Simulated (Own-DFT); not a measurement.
# Computed records: Si3N4 (beta silicon nitride, strained, atoms displaced)

Computed with Own-DFT development build. A calculation, not a measurement: plane-wave PBE density functional theory by an unreviewed code, no spin, of a simulated periodic cell, stress positive in tension, free energy of the whole cell less one offset for each atom, forces on such cells moved up to 12 meV/angstrom on a denser k mesh; offsets are fitted by least squares, one for each functional and potential file, so energies compare only between cells with the same atoms and settings and are not formation energies; the far tail of each file's local potential was reset to the Coulomb form; each entry is a single point on an unrelaxed cell, so the pressure reflects the starting lattice, mostly measured values (interpolated for alloys), from which strain is counted, and rises with the displacements; printed positions are rounded, which can move forces by about a meV/angstrom; the program, named Own-DFT, is a retired in-house code; no spin-orbit coupling; before rounding, a Quantum ESPRESSO 7.3.1 run of the same cell and cutoff gave forces within 1 meV/angstrom rms on each cell, which checks the program and not the settings.

Common to all runs: functional PBE; potential files PseudoDojo norm-conserving, scalar-relativistic, standard set; wave cutoff 42 hartree; occupations Fermi-Dirac; smearing width 0.1 eV; k mesh 2 x 2 x 4 centred on Gamma.

(1) Si3N4 (beta silicon nitride, strained, atoms displaced)

```
cell vectors (Å)
  15.1524    -0.3041    -0.2906
  -7.8396    13.4205     0.3800
  -0.1112     0.1036     5.7190
atoms (fractions of the cell vectors)
Si  0.08125  0.37879  0.11813
Si  0.11013  0.20227  0.11319
Si  0.29928  0.41420  0.12234
Si  0.41537  0.11708  0.36671
Si  0.38435  0.29606  0.37520
Si  0.20108  0.09335  0.35789
N   0.16220  0.01949  0.13468
N   0.48473  0.15123  0.10565
N   0.34452  0.33006  0.12593
N   0.33255  0.47942  0.37509
N   0.01816  0.35382  0.38727
N   0.14923  0.16265  0.37520
N   0.17113  0.34424  0.13599
N   0.32890  0.16419  0.36683
Si  0.08708  0.38862  0.63720
Si  0.11635  0.20810  0.62125
Si  0.29763  0.41875  0.62384
Si  0.41477  0.11524  0.89153
Si  0.38317  0.29482  0.89881
Si  0.19984  0.08671  0.87246
N   0.16156  0.01700  0.63074
N   0.48591  0.14856  0.62316
N   0.35990  0.34422  0.62163
N   0.33271  0.48321  0.88434
N   0.01181  0.34153  0.87875
N   0.16104  0.17162  0.88725
N   0.16808  0.33305  0.62661
N   0.33035  0.16580  0.87547
Si  0.08882  0.88633  0.12319
Si  0.11750  0.70019  0.10816
Si  0.29524  0.91098  0.13267
Si  0.41193  0.61419  0.37839
Si  0.38585  0.79869  0.37946
Si  0.20241  0.58480  0.37195
N   0.16249  0.50882  0.11139
N   0.47933  0.64860  0.12685
N   0.35039  0.83501  0.12252
N   0.32966  0.97814  0.37709
N   0.01324  0.84869  0.37827
N   0.14629  0.66691  0.38071
N   0.16438  0.83127  0.12658
N   0.32685  0.66694  0.38366
Si  0.08755  0.88319  0.63330
Si  0.11750  0.70167  0.63247
Si  0.29737  0.90659  0.62845
Si  0.41647  0.61644  0.87330
Si  0.38817  0.79959  0.88614
Si  0.19829  0.58545  0.88620
N   0.16454  0.51625  0.64022
N   0.48821  0.65568  0.62261
N   0.35579  0.83990  0.61924
N   0.32929  0.98216  0.88440
N   0.01519  0.85432  0.89337
N   0.15066  0.66823  0.86574
N   0.16567  0.83356  0.61832
N   0.33212  0.66154  0.86928
Si  0.58673  0.38532  0.12621
Si  0.61599  0.20384  0.13096
Si  0.80138  0.40925  0.12260
Si  0.91138  0.11281  0.37998
Si  0.89377  0.30541  0.38695
Si  0.70208  0.08011  0.36263
N   0.66414  0.01234  0.12432
N   0.97501  0.14767  0.11460
N   0.85415  0.33484  0.11255
N   0.82615  0.48511  0.39787
N   0.51411  0.34786  0.38273
N   0.65371  0.17062  0.36582
N   0.66400  0.33282  0.14731
N   0.83222  0.16229  0.36557
Si  0.58622  0.38509  0.62315
Si  0.61646  0.20263  0.62283
Si  0.79784  0.41904  0.61098
Si  0.92233  0.12178  0.87535
Si  0.89101  0.30104  0.87740
Si  0.70336  0.09051  0.86809
N   0.67029  0.01528  0.61000
N   0.98873  0.14822  0.63067
N   0.84549  0.32871  0.62453
N   0.83348  0.48019  0.88249
N   0.51656  0.34983  0.85948
N   0.64578  0.16313  0.86698
N   0.66531  0.33874  0.62165
N   0.83836  0.17320  0.88173
Si  0.59409  0.89009  0.11710
Si  0.61321  0.69886  0.12431
Si  0.80152  0.91615  0.11733
Si  0.91462  0.61387  0.37977
Si  0.88567  0.80013  0.37239
Si  0.70057  0.58990  0.38441
N   0.66464  0.51701  0.11708
N   0.99242  0.65640  0.11575
N   0.84230  0.83467  0.12852
N   0.83757  0.99307  0.36832
N   0.51375  0.85299  0.36990
N   0.64755  0.66242  0.37030
N   0.66840  0.83220  0.12962
N   0.83388  0.66345  0.38136
Si  0.58454  0.88739  0.61802
Si  0.61645  0.70032  0.61709
Si  0.80093  0.91933  0.62034
Si  0.91526  0.61672  0.90525
Si  0.88277  0.79835  0.87780
Si  0.70275  0.57733  0.86969
N   0.66481  0.51628  0.63125
N   0.98581  0.65369  0.61383
N   0.84999  0.83860  0.62538
N   0.83963  0.99161  0.86768
N   0.51921  0.84840  0.85286
N   0.65739  0.67118  0.87260
N   0.66474  0.82424  0.60746
N   0.84068  0.66886  0.86631
```

```
free energy of cell above offsets : -2.122 eV
pressure                          : 13.28 GPa
stress xx                         : -10.81 GPa
stress yy                         : -5.77 GPa
stress zz                         : -23.26 GPa
stress yz                         : 5.26 GPa
stress xz                         : -8 GPa
stress xy                         : -8.46 GPa
```

Force:
```csv
element,x (eV/Å),y (eV/Å),z (eV/Å)
Si,2.744,1.621,3.415
Si,2.078,1.397,1.566
Si,0.988,-1.758,2.032
Si,-2.237,-1.531,1.079
Si,-1.299,-0.637,2.553
Si,0.825,-2.474,3.672
N,0.087,-2.807,-2.012
N,3.284,1.982,7.572
N,-0.592,1.53,0.395
N,0.124,4.547,-1.885
N,1.247,0.351,-1.636
N,-3.977,2.715,0.022
N,-1.595,-4.845,-0.71
N,2.986,1.804,0.137
Si,3.24,-0.718,-0.33
Si,4.242,-0.926,0.104
Si,2.62,-3.618,2.602
Si,-5.58,-2.806,-8.876
Si,-0.139,-0.292,-4.735
Si,0.501,-0.184,0.148
N,-0.096,-0.895,-1.252
N,-1.011,-0.448,0.077
N,-1.167,-0.457,0.961
N,0.712,2.84,-3.536
N,2.443,1.364,-1.385
N,-3.264,1.008,-1.366
N,-2.456,1.484,0.475
N,2.313,0.378,0.182
Si,1.378,0.767,3.68
Si,0.253,3.375,3.221
Si,-0.022,-0.653,-0.383
Si,-2.121,-0.215,-0.266
Si,-1.243,-1.153,-0.185
Si,-2.962,-0.158,0.427
N,-1.197,0.119,4.215
N,2.119,0.927,0.715
N,-0.153,0.022,-0.196
N,0.832,3.273,-0.414
N,1.291,0.746,-0.198
N,2.799,-2.1,-1.408
N,0.103,-0.537,-0.434
N,3.617,0.459,-0.588
Si,-0.38,1.14,-0.153
Si,-3.925,2.679,-5.674
Si,-1.532,2.213,1.136
Si,-2.513,-0.862,-0.948
Si,-0.201,-1.99,-1.751
Si,1.519,2.546,-2.883
N,-0.531,-0.752,-1.389
N,-1.157,-1.484,0.153
N,0.63,-1.045,1.424
N,1.002,1.037,-1.842
N,-0.854,-0.882,-3.381
N,3.706,-2.615,4.087
N,0.478,-1.347,0.874
N,-0.628,2.187,0.73
Si,0.611,-0.209,-0.271
Si,-0.459,1.577,-3.431
Si,-2.379,-1.05,2.29
Si,-1.154,3.561,-0.513
Si,-3.483,-4.581,-1.343
Si,-0.802,4.544,0.129
N,-0.248,2.001,-2.192
N,5.733,3.253,6.664
N,-0.233,1.05,2.665
N,1.748,5.341,-11.02
N,-0.013,0.181,-3.003
N,2.295,-2.534,2.947
N,1.486,-0.045,-1.134
N,0.608,2.74,0.774
Si,1.409,0.413,0.115
Si,-0.805,2.559,-2.265
Si,0.586,-7.412,9.629
Si,-6.555,-2.428,-5.1
Si,-4.427,-3.094,-0.788
Si,1.155,0.681,-0.639
N,-0.801,-0.791,3.573
N,-0.93,0.207,-1.666
N,-0.919,2.324,-0.562
N,0.381,3.09,-1.607
N,-1.194,-0.633,4.431
N,1.58,-0.731,2.974
N,1.841,-2.01,0.558
N,-0.053,-1.904,-0.876
Si,0.151,-4.68,0.249
Si,0.183,2.107,-2.459
Si,-1.667,0.088,0.818
Si,-1.952,1.15,-1.343
Si,-0.763,-1.827,1.707
Si,1.85,-0.428,-2.49
N,-0.44,-2.096,4.166
N,-0.347,-1.027,4.953
N,2.431,-0.812,-1.23
N,0.267,-4.563,-0.751
N,1.3,0.32,-1.75
N,0.259,-0.727,1.436
N,-1.193,0.595,-0.566
N,-0.876,1.534,-0.777
Si,4.677,-1.036,-2.281
Si,1.05,0.962,0.73
Si,-0.802,-2.791,0.188
Si,-2.655,-1.871,-8.1
Si,-0.282,-0.876,0.512
Si,-0.369,6.372,0.768
N,-0.394,-2.259,-2.243
N,1.328,-0.236,4.317
N,0.604,0.068,-1.078
N,-0.112,-0.582,-0.288
N,-1.839,-0.278,4.988
N,0.566,-2.026,0.921
N,-1.255,5.032,0.603
N,-2.028,-0.534,0.827
```

(2) Si3N4 (beta silicon nitride, strained, atoms displaced)

```
cell vectors (Å)
  15.0769    -0.0958    -0.0738
  -7.6214    13.4696     0.0977
  -0.0282     0.0268     5.8398
atoms (fractions of the cell vectors)
Si  0.08591  0.38418  0.11357
Si  0.12056  0.20539  0.11943
Si  0.29621  0.41637  0.12971
Si  0.41561  0.12154  0.37303
Si  0.37745  0.30008  0.37500
Si  0.20468  0.09168  0.37101
N   0.16984  0.01796  0.11118
N   0.48786  0.15279  0.12885
N   0.34573  0.33027  0.11448
N   0.34519  0.48747  0.38437
N   0.02431  0.35712  0.37354
N   0.14944  0.16973  0.36952
N   0.16935  0.34175  0.10506
N   0.33895  0.16977  0.38060
Si  0.08899  0.38590  0.62788
Si  0.11343  0.19974  0.62214
Si  0.30173  0.41013  0.61831
Si  0.41404  0.11388  0.87642
Si  0.38885  0.30006  0.85129
Si  0.20529  0.09145  0.87454
N   0.16271  0.02137  0.61840
N   0.48409  0.14959  0.64566
N   0.34695  0.32936  0.62694
N   0.34159  0.48838  0.86672
N   0.01345  0.35360  0.88004
N   0.15405  0.16858  0.88429
N   0.17003  0.33891  0.62528
N   0.33461  0.16767  0.86137
Si  0.09100  0.88633  0.12646
Si  0.10780  0.69729  0.12008
Si  0.29683  0.90815  0.14125
Si  0.41459  0.61860  0.37535
Si  0.38530  0.79943  0.37305
Si  0.20409  0.58040  0.37528
N   0.16242  0.51277  0.11082
N   0.48166  0.64624  0.12300
N   0.35285  0.83792  0.14031
N   0.33519  0.98532  0.38037
N   0.01332  0.85398  0.36165
N   0.15043  0.66739  0.38368
N   0.16572  0.83430  0.11773
N   0.33191  0.66709  0.36553
Si  0.08380  0.88477  0.61814
Si  0.11521  0.70442  0.62858
Si  0.30099  0.91415  0.62898
Si  0.41493  0.61681  0.85739
Si  0.38070  0.79452  0.87124
Si  0.19850  0.58613  0.87664
N   0.16592  0.51242  0.62635
N   0.48113  0.64917  0.64230
N   0.35305  0.84108  0.62860
N   0.33530  0.98305  0.87244
N   0.00914  0.84587  0.87238
N   0.15049  0.66819  0.87719
N   0.16609  0.83072  0.62673
N   0.32429  0.66585  0.86174
Si  0.59284  0.38804  0.13073
Si  0.62115  0.21137  0.13728
Si  0.80039  0.41390  0.13306
Si  0.90295  0.11171  0.37034
Si  0.88750  0.30517  0.37902
Si  0.69917  0.07993  0.37013
N   0.65998  0.01307  0.12694
N   0.98004  0.14823  0.12861
N   0.84777  0.32872  0.12633
N   0.83898  0.48611  0.37243
N   0.51668  0.35159  0.38170
N   0.64856  0.16661  0.38347
N   0.67658  0.33966  0.11580
N   0.83735  0.17206  0.38383
Si  0.59031  0.39613  0.62469
Si  0.60911  0.19626  0.63492
Si  0.79125  0.40801  0.63143
Si  0.91208  0.11217  0.87507
Si  0.87954  0.29368  0.87558
Si  0.70525  0.08616  0.88675
N   0.66817  0.01620  0.62511
N   0.98469  0.14570  0.62503
N   0.85009  0.33531  0.61882
N   0.83151  0.48346  0.88567
N   0.51455  0.34788  0.88948
N   0.65281  0.16937  0.85370
N   0.67336  0.33136  0.62706
N   0.82905  0.16942  0.87968
Si  0.58012  0.88166  0.12416
Si  0.62301  0.70825  0.12144
Si  0.79491  0.90971  0.12536
Si  0.91161  0.60904  0.36737
Si  0.88738  0.79909  0.37544
Si  0.70460  0.58779  0.36816
N   0.66954  0.51504  0.12805
N   0.98790  0.64799  0.10925
N   0.84540  0.83323  0.11367
N   0.83358  0.98702  0.38359
N   0.51438  0.85023  0.38188
N   0.64955  0.66562  0.39900
N   0.66263  0.82983  0.14147
N   0.83822  0.66920  0.38393
Si  0.58884  0.88234  0.63099
Si  0.61203  0.69834  0.61686
Si  0.79966  0.91774  0.63438
Si  0.91527  0.61530  0.87332
Si  0.88345  0.79665  0.87371
Si  0.70257  0.58221  0.86574
N   0.66884  0.51784  0.63077
N   0.99179  0.65707  0.61875
N   0.84131  0.82822  0.62586
N   0.83362  0.98082  0.87888
N   0.50911  0.84799  0.87935
N   0.65398  0.66864  0.87255
N   0.67071  0.83912  0.62626
N   0.83439  0.66638  0.87819
```

```
free energy of cell above offsets : -9.771 eV
pressure                          : 4.57 GPa
stress xx                         : -9.09 GPa
stress yy                         : 0.66 GPa
stress zz                         : -5.28 GPa
stress yz                         : 1.6 GPa
stress xz                         : -1.02 GPa
stress xy                         : -3.76 GPa
```

Force:
```csv
element,x (eV/Å),y (eV/Å),z (eV/Å)
Si,0.169,0.882,1.788
Si,-3.065,1.771,0.322
Si,2.095,0.824,-1.875
Si,1.172,-2.208,1.44
Si,3.435,-1.849,-2.417
Si,0.649,-0.552,-0.683
N,-0.614,-0.516,2.287
N,0.029,0.256,-0.275
N,-0.81,1.086,0.241
N,-0.359,-0.427,-1.402
N,-2.401,-1.24,-0.066
N,1.708,-0.623,0.778
N,0.516,-3.042,0.777
N,-3.064,1.107,-0.488
Si,-0.11,-0.103,0.237
Si,0.121,2.315,0.874
Si,-2.431,2.024,2.314
Si,-1.99,-1.028,1.928
Si,0.168,-3.316,5.769
Si,0.637,-0.602,-1.315
N,-0.271,-1.702,0.477
N,-0.552,0.053,-3.93
N,-1.461,1.319,-2.429
N,0.09,-1.466,0.433
N,-0.648,-0.978,-2.284
N,-0.577,0.017,-2.213
N,1.147,-2.789,-0.335
N,0.567,0.841,0.455
Si,-0.83,0.624,-2.057
Si,5.579,3.531,1.821
Si,-1.303,2.201,-1.755
Si,-0.529,-0.407,-0.466
Si,-0.607,-1.704,2.549
Si,-2.514,1.665,-0.674
N,0.202,0.455,2.37
N,1.607,1.38,-0.227
N,0.388,-0.63,-3.057
N,0.142,1.249,-0.493
N,1.687,0.956,1.064
N,0.88,-1.237,-1.632
N,0.625,-1.603,0.55
N,1.124,0.352,0.332
Si,1.571,0.499,1.055
Si,2.807,0.985,-0.874
Si,-2.146,0.208,-0.062
Si,-5.035,-2.082,7.57
Si,-1.869,-0.493,1.033
Si,-0.55,0.234,-1.541
N,-0.299,0.986,0.407
N,3.849,2.68,-7.475
N,1.807,-1.693,-0.81
N,0.214,0.592,2.119
N,2.738,1.969,0.055
N,0.284,-0.684,0.084
N,-0.998,2.37,-0.251
N,3.318,0.886,0.197
Si,-0.457,-1.588,0.331
Si,0.834,-1.399,-1.998
Si,2.153,0.258,-0.932
Si,2.47,2.138,0.754
Si,2.379,-2.182,-0.458
Si,-0.409,3.972,2.125
N,0.246,-1.187,-0.552
N,1.687,0.562,-0.698
N,-1.459,1.705,-0.207
N,-0.216,-1.636,1.414
N,-0.556,0.562,-0.404
N,0.938,-1.092,-0.93
N,-3.367,-1.685,0.831
N,-2.184,-0.787,-0.354
Si,1.613,-5.021,1.154
Si,0.404,3.014,-3.503
Si,3.828,3.092,0.196
Si,-0.839,1.062,0.162
Si,0.305,1.155,-0.527
Si,-2.892,0.685,-2.866
N,-0.3,-1.471,1.304
N,-1.432,-0.634,-0.013
N,-0.147,0.756,1.634
N,0.733,1.13,-1.866
N,1.964,2.203,-1.982
N,2.614,-1.768,6.942
N,-6.444,-1.683,-0.37
N,3.424,-1.804,0.012
Si,1.195,-0.087,1.105
Si,-1.483,-2.524,0.634
Si,-0.566,0.584,1.461
Si,0.643,3.459,0.804
Si,-2.826,-1.284,-0.124
Si,0.374,1.69,1.221
N,-0.675,0.574,-0.442
N,-4.47,-2.138,2.319
N,0.849,-0.631,1.969
N,0.106,-1.892,-1.538
N,0.792,0.118,-0.069
N,2.149,-1.707,-5.864
N,-0.358,2.153,-0.718
N,-0.61,-0.936,-0.764
Si,-1.274,1.454,-0.085
Si,-0.999,3.575,4.665
Si,0.56,-2.282,-1.763
Si,-1.231,-0.329,-2.147
Si,-1.448,-1.717,-0.479
Si,0.139,4.05,3.282
N,-0.229,-0.104,-2.728
N,-4.258,-2.948,0.035
N,0.693,1.1,-0.986
N,-0.168,2.178,0.984
N,2.002,0.619,-0.792
N,0.312,-1.141,0.316
N,-0.267,-3.063,0.306
N,-0.14,-0.472,-0.038
```
